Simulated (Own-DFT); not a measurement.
Simulation results for Hf36O71 (tetragonal hafnia with one neutral oxygen vacancy, atoms displaced)

A calculation, not a measurement: plane-wave PBE and HSE06 DFT by an unreviewed code, no spin, of a simulated cell at Gamma alone, so results move with cell size and shape, stress positive in tension, energies less offsets, not probed for a lower state with spin; hafnium file: forces about 75 meV/angstrom off all-electron values; oxygen file: force components 24 meV/angstrom off all-electron in a glass; k mesh not checked against a denser one; forces and stress are PBE's, HSE06 gives the energy alone, and its difference from PBE has offsets of its own; offsets are fitted by least squares, one for each functional and potential file, so energies compare only between cells with the same atoms and settings and are not formation energies; the far tail of each file's local potential was reset to the Coulomb form; each entry is a single point on an unrelaxed cell, so the pressure reflects the starting lattice, taken from the Materials Project, from which strain is counted, and rises with the displacements; printed positions are rounded, which can move forces by about a meV/angstrom; the program is a retired in-house code; no spin-orbit coupling. Program: Own-DFT development build.

Settings shared by all entries: first functional PBE; second functional HSE06; exact exchange share 0.25; screening 0.11 1/bohr; exchange divergence Gygi-Baldereschi; potential files PseudoDojo norm-conserving, scalar-relativistic, made for PBE, standard set; wave cutoff 48 hartree; occupations fixed; k mesh 1 x 1 x 1 centred on Gamma.

(1) 
```xyz
107
Lattice="10.7800 0.0000 0.0000 0.0000 10.7800 0.0000 0.0000 0.0000 10.4493" Properties=species:S:1:pos:R:3:force_x:R:1:force_y:R:1:force_z:R:1 formula=Hf36O71 PBE_energy_of_cell_above_offsets=-96.369 HSE06_less_PBE_above_offsets=0.114 PBE_pressure=2.37 PBE_stress_xx=-4.19 PBE_stress_yy=-0.23 PBE_stress_zz=-2.67 PBE_stress_yz=-0.77 PBE_stress_xz=0.73 PBE_stress_xy=0.02
Hf     0.0331    10.7596    10.4185     -0.911       0.76      -0.45
Hf     1.8761     1.8942     2.5734     -2.674     -2.065      1.014
O      0.0112     1.8588     1.5342      0.295     -0.052      0.375
O      1.7988    10.7159     3.6514      0.477      1.933     -0.843
O      0.0014     1.9076     4.1979     -0.073      -1.88     -0.641
O      1.7962     0.0477     0.9776     -0.316     -0.417       1.61
Hf     0.0206     0.0635     5.2553      0.373     -1.052      -1.75
Hf     1.7577     1.8959     7.8304      1.528     -2.068      1.415
O      0.0177     1.8468     6.7815     -0.474      0.371      0.038
O      1.8315     0.0415     8.9280     -1.402     -0.358     -1.093
O      1.7509     0.0500     6.2413      0.806      0.153      0.352
Hf    10.7277     3.6761    10.4113      0.012     -1.659      0.122
Hf     1.8591     5.3263     2.6063     -1.497      2.414      0.115
O     10.7733     5.3568     1.5762      1.288     -0.097     -0.567
O      1.7978     3.6259     3.7767      0.323      0.247     -1.976
O      0.0211     5.4968     4.1680      0.342     -2.404     -0.063
O      1.8252     3.5849     0.9614     -1.099      0.463      1.912
Hf    10.7626     3.5597     5.1625     -0.026        2.1     -0.054
Hf     1.8072     5.3883     7.7180     -0.091      1.277      1.347
O     10.7557     5.3737     6.8420     -0.135     -0.311     -1.139
O      1.8639     3.6361     8.8749     -0.697      -0.56      -0.71
O      0.0103     5.3643     9.3187     -0.293      0.512      1.038
O      1.7928     3.5295     6.1889     -0.389      0.344      1.433
Hf    10.7665     7.1580     0.0173      1.236       0.54      -0.52
Hf     1.8526     9.0018     2.5135      -0.59      -0.36       1.63
O      0.0680     8.9656     1.5830     -0.681      0.042     -0.434
O      1.8053     7.2220     3.5915      0.505     -1.031      0.083
O     10.7571     9.1040     4.1646     -0.297      -1.51      0.536
O      1.8601     7.2169     1.0586     -0.318     -0.723     -0.984
Hf    10.6981     7.2135     5.1233      1.403      1.974      0.452
Hf     1.7944     8.9162     7.8396       1.35      0.705      0.193
O      0.0448     8.8896     6.8009     -0.151      0.745       0.46
O      1.8316     7.1239     8.8235     -0.526       0.46      0.224
O     10.7063     8.9514     9.4635      0.616     -0.202     -0.295
O      1.8200     7.1183     6.2717     -0.354      -0.25     -1.113
Hf     3.5740    10.7603     0.1435      1.057     -0.112     -3.394
Hf     5.3258     1.8429     2.6377      1.198     -0.766      0.529
O      3.5460     1.7628     1.6115      1.323      0.259     -0.577
O      5.3684    10.6995     3.5563     -0.439        1.9      0.687
O      3.5809     1.8289     4.1851     -0.108      0.326      0.064
O      5.4344    10.6948     1.0208     -0.428      0.279     -0.021
Hf     3.6013     0.0392     5.2454      -0.42     -1.614     -0.118
Hf     5.3561     1.8204     7.7820      0.631     -0.538      1.897
O      3.6597     1.7092     6.8359     -1.751      0.537     -0.885
O      5.3449    10.7214     8.7848      0.476      1.761      0.406
O      3.5606     1.7485     9.4381      0.327      1.122      0.771
O      5.4082    10.7675     6.2202      0.302     -0.107      -0.32
Hf     3.5230     3.6575     0.0014      2.422     -1.495     -2.045
Hf     5.3580     5.3810     2.5975      2.397      0.738      0.889
O      3.6419     5.4050     1.6200     -1.455     -0.286      -0.82
O      5.4121     3.6368     3.6576      -0.06     -0.458     -0.418
O      3.6681     5.3654     4.1721     -0.723       0.05     -0.766
O      5.3951     3.6606     0.9553     -1.146     -0.021      0.907
Hf     3.4917     3.6490     5.1956       2.65     -1.151      0.594
Hf     5.3725     5.3411     7.8459      0.385      -0.05      0.016
O      3.6197     5.4186     6.8006     -0.164     -0.579     -0.857
O      5.4027     3.5594     8.9204     -0.354      0.764     -1.249
O      3.4716     5.3874     9.3645      0.922     -0.328      0.639
O      5.3790     3.6178     6.2284     -0.031     -0.244      0.079
Hf     3.6656     7.1182    10.4136     -0.555      1.515     -0.589
Hf     5.3631     8.9606     2.5758      2.671     -0.251      1.472
O      3.6705     8.9595     1.5861     -1.337      0.078     -0.616
O      5.5506     7.2214     3.7148     -1.688     -1.393     -1.116
O      3.6090     8.9474     4.2615      0.045      0.024     -0.421
O      5.4821     7.0766     1.0123     -2.169      0.196      0.301
Hf     3.5840     7.1024     5.1524      0.651      2.821      1.571
Hf     5.4899     9.0170     7.8272     -2.547     -0.991     -0.039
O      3.6126     8.9674     6.8161     -0.175      0.207      0.456
O      5.3540     7.1037     8.8594      0.225       1.25      0.299
O      3.5636     8.9639     9.4525     -0.057     -0.329      0.781
O      5.4993     7.1950     6.2794     -1.929     -0.245     -0.007
Hf     7.1845    10.7545    10.4064      0.373      3.877      1.719
Hf     8.9142     1.7738     2.5801     -0.055     -0.298     -0.207
O      7.0508     1.8599     1.6773        1.5      0.069     -0.407
O      8.9606     0.0258     3.6237      0.067      0.178     -0.375
O      7.1885     1.7720     4.1629     -0.054      0.629      1.144
O      8.9713     0.0227     0.9932      0.159      0.208      0.577
Hf     7.2160     0.0074     5.2457      0.036     -0.897     -1.587
Hf     9.0457     1.8534     7.7447     -1.141     -1.733      2.034
O      7.1817     1.7400     6.8371      0.658      0.394      -0.32
O      8.9970    10.7416     8.9068      0.554      1.364     -1.507
O      7.2178     1.8872     9.5298      0.077     -1.336     -0.837
O      9.0431    10.7574     6.2122      -0.63      0.347       0.83
Hf     7.2249     3.6513     0.0000     -1.594     -0.775      0.271
Hf     8.9964     5.3776     2.5546     -1.091      0.243      1.015
O      7.1674     5.3757     1.6230      0.935      0.098     -0.472
O      8.9448     3.6707     3.6196      0.478     -1.356     -0.042
O      7.3032     5.4467     4.1791      -0.32     -0.942      1.112
O      8.9640     3.5756     1.0167      0.642      0.356     -0.001
Hf     7.2336     3.6202     5.2199     -1.763       0.38     -1.536
Hf     9.0191     5.3252     7.8083     -0.444      1.416      0.577
O      7.1516     5.4183     6.8211      1.503     -0.582      0.133
O      8.9855     3.6082     8.8861      0.429     -0.104     -0.695
O      7.1482     5.4468     9.4662      0.526     -1.351      -0.87
O      8.9913     3.6069     6.1523      0.067     -0.242      1.692
Hf     7.1781     7.1379     0.0219      0.641       1.78      0.133
Hf     8.9838     8.9160     2.5954     -0.241      1.253      0.547
O      7.2360     8.7962     1.5971     -0.694      0.595     -0.249
O      9.0302     7.1442     3.5870      0.605      0.588       0.28
O      7.1852     8.9529     4.0727      1.002       0.84      2.164
O      9.0177     7.2248     0.9686      0.026     -0.751      0.348
Hf     7.2143     7.1707     5.3250     -0.736      0.678     -2.303
Hf     9.0022     8.9304     7.8381      1.148      0.711      0.104
O      7.1956     8.9717     6.8140      0.975      0.477      0.029
O      9.0103     7.1693     8.8411     -0.491     -0.559     -0.143
O      7.1722     9.1413     9.5403      -0.19     -5.335      -2.79
O      9.0379     7.3548     6.2581     -0.667     -1.131     -0.183
```

Units: PBE_energy_of_cell_above_offsets, HSE06_less_PBE_above_offsets in eV; PBE_pressure, PBE_stress_xx, PBE_stress_yy, PBE_stress_zz, PBE_stress_yz, PBE_stress_xz, PBE_stress_xy in GPa; force_x, force_y, force_z in eV/Å.

(2) 
```xyz
107
Lattice="10.7800 0.0000 0.0000 0.0000 10.7800 0.0000 0.0000 0.0000 10.4493" Properties=species:S:1:pos:R:3 formula=Hf36O71
Hf    10.7487    10.6996    10.3042
Hf     1.7687     1.7598     2.6197
O      0.0183     1.8289     1.6483
O      1.8075     0.0136     3.6889
O      0.0735     1.8536     4.1608
O      1.7309     0.0789     1.0150
Hf    10.7085     0.0671     5.3011
Hf     1.7460     1.8170     7.8542
O     10.7463     1.8911     6.8118
O      1.8321     0.0472     8.8826
O      0.0505     1.8216     9.3788
O      1.8422     0.0304     6.2577
Hf     0.0762     3.5986     0.0084
Hf     1.7581     5.3726     2.6073
O      0.0293     5.3980     1.4496
O      1.8190     3.5593     3.6619
O     10.7327     5.3525     4.2344
O      1.7962     3.5339     1.0557
Hf     0.0622     3.5698     5.2054
Hf     1.7576     5.3995     7.7879
O      1.8376     3.5650     8.8558
O     10.7718     5.5065     9.3705
O      1.8346     3.6212     6.2288
Hf     0.0159     7.2028    10.4304
Hf     1.7969     8.9521     2.6220
O      0.0013     9.0526     1.6584
O      1.8401     7.1926     3.5241
O     10.7406     8.9711     4.2006
O      1.8714     7.1410     1.0373
Hf     0.0656     7.2015     5.2846
Hf     1.7761     8.9455     7.8542
O     10.7675     9.0073     6.7621
O      1.7457     7.1764     8.7923
O     10.7464     8.9554     9.4845
O      1.7952     7.2556     6.2091
Hf     3.5733    10.7683    10.4236
Hf     5.3785     1.8332     2.5590
O      3.6250     1.7802     1.6337
O      5.3540     0.0593     3.6622
O      3.5872     1.7677     4.2080
O      5.3924     0.0762     0.9849
Hf     3.5861    10.7657     5.2404
Hf     5.3274     1.7745     7.8238
O      3.6661     1.8118     6.8465
O      5.3327     0.1074     8.9046
O      3.6086     1.8044     9.3766
O      5.4720     0.1116     6.2989
Hf     3.5237     3.6788     0.0031
Hf     5.2545     5.3842     2.5879
O      3.5928     5.3541     1.5247
O      5.3552     3.6261     3.6977
O      3.5879     5.4257     4.2417
O      5.3617     3.6072     1.0009
Hf     3.6164     3.6403     5.2145
Hf     5.4674     5.2777     7.7783
O      3.5898     5.5008     6.7830
O      5.3534     3.5813     8.8187
O      3.4919     5.4943     9.4330
O      5.4395     3.5335     6.2381
Hf     3.5753     7.2225    10.3822
Hf     5.4303     8.9034     2.5131
O      3.6391     8.9768     1.5317
O      5.3970     7.1525     3.6077
O      3.5436     9.0177     4.2499
O      5.3514     7.1742     1.0656
Hf     3.6491     7.1018     5.2020
Hf     5.4826     8.9639     7.8025
O      3.5841     9.0157     6.8497
O      5.3253     7.1576     8.8742
O      3.5638     8.9738     9.3917
O      5.3172     7.1833     6.2808
Hf     7.1602     0.0704    10.4130
Hf     9.0301     1.8828     2.6400
O      7.1716     1.7760     1.6828
O      8.9822     0.0459     3.6131
O      7.2723     1.8631     4.0903
O      8.9350     0.0219     1.0456
Hf     7.0915     0.0132     5.1850
Hf     8.9089     1.7457     7.8318
O      7.2039     1.7718     6.8087
O      9.0075     0.0217     8.9195
O      7.1489     1.8973     9.4242
O      8.9757     0.0366     6.2482
Hf     7.1743     3.6261     0.0470
Hf     8.9571     5.3959     2.6333
O      7.1517     5.3106     1.6428
O      9.0411     3.6262     3.6567
O      7.1584     5.4595     4.1872
O      8.9927     3.5289     0.9884
Hf     7.1565     3.5475     5.3123
Hf     8.9821     5.3895     7.8008
O      7.2003     5.3916     6.8801
O      8.9186     3.5899     8.7843
O      7.2571     5.4373     9.3193
O      8.9545     3.6763     6.1834
Hf     7.1312     7.1984     0.1084
Hf     9.0336     8.9580     2.6135
O      7.2433     8.9419     1.5800
O      9.0514     7.1002     3.7353
O      7.2349     8.9988     4.1487
O      8.9833     7.1834     1.0725
Hf     7.2226     7.1762     5.2567
Hf     8.9994     8.9608     7.9183
O      7.1991     8.9749     6.7161
O      8.9877     7.2042     8.8989
O      7.1135     8.9550     9.4235
O      8.9667     7.2429     6.2413
```

Questions
1. What PBE stress zz does the calculation give for Hf36O71 (tetragonal hafnia with one neutral oxygen vacancy, atoms displaced) (entry 2)?
2. Hf36O71 (tetragonal hafnia with one neutral oxygen vacancy, atoms displaced) (entry 2): PBE stress xx?
3. Give the table of force values for Hf36O71 (tetragonal hafnia with one neutral oxygen vacancy, atoms displaced) (entry 2).

Calculated values
1. -1.4 GPa
2. -2.17 GPa
3. 
Force:
```
element  x (eV/Å)  y (eV/Å)  z (eV/Å)
     Hf     0.236     3.153       3.4
     Hf     0.873    -0.828     0.302
      O    -0.337     0.501    -1.041
      O    -0.146    -0.738     -0.68
      O    -0.492    -1.099       0.8
      O     0.558    -0.609    -0.506
     Hf     1.286    -0.713    -1.794
     Hf     1.146    -0.677    -0.413
      O    -0.113    -0.551    -0.269
      O    -0.851    -1.344    -0.309
      O    -0.189    -0.327     0.419
      O     -1.57     0.373     0.473
     Hf    -1.341    -0.106    -0.266
     Hf    -0.349    -0.186    -0.307
      O    -0.159    -0.239     1.304
      O     0.268     1.396    -0.312
      O     1.401     0.885     0.067
      O     0.126     0.557    -0.175
     Hf    -1.064     0.327     0.082
     Hf     0.153    -0.383     0.063
      O    -0.414     1.597      0.25
      O     0.241    -2.025    -0.426
      O    -0.169     0.442     0.665
     Hf    -0.195     -1.72     1.352
     Hf      0.63     1.901     0.299
      O     0.587    -0.583    -1.276
      O    -0.394    -1.113     1.109
      O     0.333     0.377     0.445
      O    -1.389     0.568    -0.718
     Hf    -2.061     0.074    -1.384
     Hf     1.655     1.249    -1.354
      O     -0.18     0.154     1.432
      O    -0.134     0.578     0.516
      O     0.199    -0.161    -1.812
      O     0.754    -0.601     0.411
     Hf    -0.138     1.036     0.276
     Hf    -0.054    -0.469     1.452
      O    -1.059      0.17    -0.827
      O     0.763    -1.145    -0.365
      O    -0.039     1.171     0.783
      O     0.279    -0.747     0.182
     Hf     0.128     0.459    -0.407
     Hf     0.643     0.267     0.768
      O    -2.247     0.349    -0.818
      O     0.694    -2.392    -0.353
      O    -0.461     0.527     1.134
      O    -1.309    -0.974     0.004
     Hf     1.025    -1.075    -0.884
     Hf     2.163    -0.727     0.877
      O    -1.241    -0.295     0.577
      O    -0.363     0.159     -0.69
      O     -0.16     -1.26    -1.697
      O     -0.16     0.034     0.007
     Hf     0.116    -2.145     -0.45
     Hf    -1.385     1.739     1.379
      O    -0.002     -1.08     0.285
      O    -0.111     0.881     0.441
      O    -0.077    -1.977    -0.261
      O    -1.375     0.958     0.907
     Hf     0.635     0.412     0.225
     Hf    -0.218     1.409      1.59
      O    -0.587     0.377     0.386
      O    -0.652     0.771     0.144
      O     0.313    -1.288    -0.514
      O     0.208     0.051    -0.106
     Hf    -0.424     2.884     0.854
     Hf     -1.59    -0.214     0.621
      O     0.515     0.218     0.383
      O     0.558     0.104    -0.344
      O     -0.35     0.434     0.146
      O     2.001     0.367    -0.292
     Hf     0.003     0.396     1.097
     Hf     -0.84    -1.151     -0.21
      O     0.488     0.439    -1.774
      O     0.639     -0.42     0.264
      O    -0.652     -0.17       2.2
      O     0.626     -0.33    -1.215
     Hf     1.418     0.418    -1.584
     Hf     0.671      1.56    -0.013
      O    -0.148     0.553    -0.348
      O    -0.266    -0.721    -0.516
      O     0.561    -1.357     0.234
      O    -0.683     0.085     0.666
     Hf     0.449     0.457    -0.694
     Hf     0.089    -0.068     0.582
      O    -0.087     0.491    -0.741
      O    -0.022     0.435    -0.569
      O     0.264    -1.182       0.9
      O     0.246     0.368    -0.162
     Hf     1.398     0.293    -2.824
     Hf     0.918    -0.415      0.73
      O    -0.105     0.274    -1.718
      O     0.642     0.112    -0.005
      O    -0.693    -0.291     1.897
      O     0.999     0.336     0.636
     Hf     0.757      -0.5    -1.466
     Hf    -0.411     0.785      1.54
      O    -1.054     -0.32    -0.488
      O    -0.402     0.962    -1.112
      O    -0.448    -0.611     0.383
      O     0.153    -0.098    -0.227
     Hf    -0.378     0.427    -1.222
     Hf    -0.619    -0.626    -1.609
      O     0.249     0.166     1.177
      O     0.183     0.535    -0.344
      O     0.189     0.684    -0.259
      O     0.935    -0.643      1.04
```

Further results for Hf36O71 (tetragonal hafnia with one neutral oxygen vacancy, atoms displaced) (entry 2):

- PBE energy of cell above offsets: -97.700 eV
- HSE06 less PBE above offsets: 0.056 eV
- PBE pressure: 1.34 GPa
- PBE stress yy: -0.45 GPa
- PBE stress yz: -0.06 GPa
- PBE stress xz: -0.36 GPa
- PBE stress xy: 0 GPa
